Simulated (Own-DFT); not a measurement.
# One host, several defects: 4H SiC

The numbers are computed, not measured, by runs of the plane-wave DFT program Own-DFT (in-house, retired, unreviewed) at fixed positions, with no spin and no spin-orbit coupling.

Settings: PBE; PseudoDojo norm-conserving scalar-relativistic files; cutoff 42 hartree; 4 x 4 x 3 k mesh centred on Gamma; Fermi-Dirac smearing of 0.1 eV.

Limits (not all hold for every row): some atoms lie very close together; not probed for a lower state with spin; forces on such cells failed a check on a denser k mesh; forces on such cells passed a denser k mesh, each cell not checked; stress not checked against mesh or cutoff.

All runs share one cell, with vectors in Å (9.248, 0.000, 0.000); (-4.624, 8.009, 0.000); (0.000, 0.000, 10.068) and a volume of 745.7 Å³. Atoms were moved at random from their sites; u is the rms move along one axis. The defect's site can differ from row to row.

```
                                     cell     formula   u (Å)  P (GPa)
                                no defect     C36Si36  0.0297     3.80
                                no defect     C36Si36  0.0573     5.49
                                no defect     C36Si36  0.0581     5.89
                       one C on a Si site     C37Si35  0.0478     2.86
                       one C on a Si site     C37Si35  0.0483     2.61
                       one C on a Si site     C37Si35  0.0529     3.56
one Al on a Si site and one N on a C site  AlC35NSi35  0.0479     4.89
one Al on a Si site and one N on a C site  AlC35NSi35  0.0493     5.06
one Al on a Si site and one N on a C site  AlC35NSi35  0.0544     5.35
                       one Si on a C site     C35Si37  0.0470    11.41
                       one Si on a C site     C35Si37  0.0498    11.26
                       one Si on a C site     C35Si37  0.0513    11.91
                            one C vacancy     C35Si36  0.0304     3.60
                            one C vacancy     C35Si36  0.0311     3.48
                            one C vacancy     C35Si36  0.0524        ?
                            one C vacancy     C35Si36  0.0534     5.44
```

## Fit

P = P0 + c u² + a shift for each defect gives P0 = 2.87 GPa, c = 872 ± 84 GPa/Å² and a scatter of 0.22 GPa. The shifts, and each times the cell's volume:

- one Si on a C site: 6.53 ± 0.18 GPa, 30.4 eV
- one Al on a Si site and one N on a C site: 0.00 ± 0.18 GPa, 0.0 eV (not resolved)
- one C vacancy: -0.07 ± 0.20 GPa, -0.3 eV (not resolved)
- one C on a Si site: -2.01 ± 0.18 GPa, -9.4 eV

A positive shift means that the defect pushes the cell outwards. Shift times volume (160.2 GPa Å³ is 1 eV) depends little on the cell's size, so, taken for each site, it can be compared between cells at like pressure. The atoms around the defects weren't relaxed, which would change these numbers.

## Withheld run

Asked: what pressure belongs in the blank (one C vacancy, u = 0.0524 Å)?

Estimate: 5.19 ± 0.27 GPa. The calculation gave 5.34 GPa.
